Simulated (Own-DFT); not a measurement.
# What a defect does to the pressure of its cell: C40 NbSi2

No measurement is shown. These are fixed-geometry runs of a retired plane-wave code named Own-DFT, which no person has reviewed; spin and spin-orbit coupling are neglected.

All runs used: PBE; PseudoDojo norm-conserving scalar-relativistic files; cutoff 42 hartree; 4 x 4 x 5 k mesh centred on Gamma; cold (Marzari-Vanderbilt) smearing of 0.2 eV.

Caveats: forces on such cells failed a check on a denser k mesh; stress not checked against mesh or cutoff.

All runs share one cell, with vectors in Å (0.000, 8.324, 0.000); (-9.613, 0.000, 0.000); (0.000, 0.000, 6.586) and a volume of 527.0 Å³. u is the rms random offset of the atoms per axis. The defect's site can differ from row to row.

```
cell,formula,u (Å),P (GPa)
no defect,Nb12Si24,0.0185,1.50
no defect,Nb12Si24,0.0530,2.61
no defect,Nb12Si24,0.0556,3.09
two Si on a Nb site each,Nb10Si26,0.0360,1.96
two Si on a Nb site each,Nb10Si26,0.0443,2.47
two Si on a Nb site each,Nb10Si26,0.0452,2.38
two Nb on a Si site each,Nb14Si22,0.0278,7.47
two Nb on a Si site each,Nb14Si22,0.0302,7.57
two Nb on a Si site each,Nb14Si22,0.0550,8.55
one Si vacancy,Nb12Si23,0.0295,1.11
one Si vacancy,Nb12Si23,0.0458,1.77
one Si vacancy,Nb12Si23,0.0502,1.92
two Nb vacancies,Nb10Si24,0.0285,-0.20
two Nb vacancies,Nb10Si24,0.0301,0.00
two Nb vacancies,Nb10Si24,0.0490,0.50
two Nb vacancies,Nb10Si24,0.0508,?
```

## Fit

P = P0 + c u² + a shift for each defect gives P0 = 1.38 GPa, c = 492 ± 34 GPa/Å² and a scatter of 0.11 GPa. The shifts, and each times the cell's volume:

- two Nb on a Si site each: 5.71 ± 0.09 GPa, 18.8 eV (9.4 eV for each of its 2 sites)
- two Si on a Nb site each: 0.02 ± 0.09 GPa, 0.1 eV (0.0 eV for each of its 2 sites) (not resolved)
- one Si vacancy: -0.68 ± 0.09 GPa, -2.2 eV
- two Nb vacancies: -1.96 ± 0.09 GPa, -6.4 eV (-3.2 eV for each of its 2 sites)

Positive is outwards. The product with the volume (160.2 GPa Å³ to the eV) is nearly free of the cell's size; divided by the bulk modulus at the cell's pressure it gives the volume that the defect adds. The atoms around the defects weren't relaxed, which would change these numbers.

## Withheld run

Question: what pressure belongs in the blank (two Nb vacancies, u = 0.0508 Å)?

The fit gives 0.70 ± 0.14 GPa. The hidden result is 0.83 GPa.
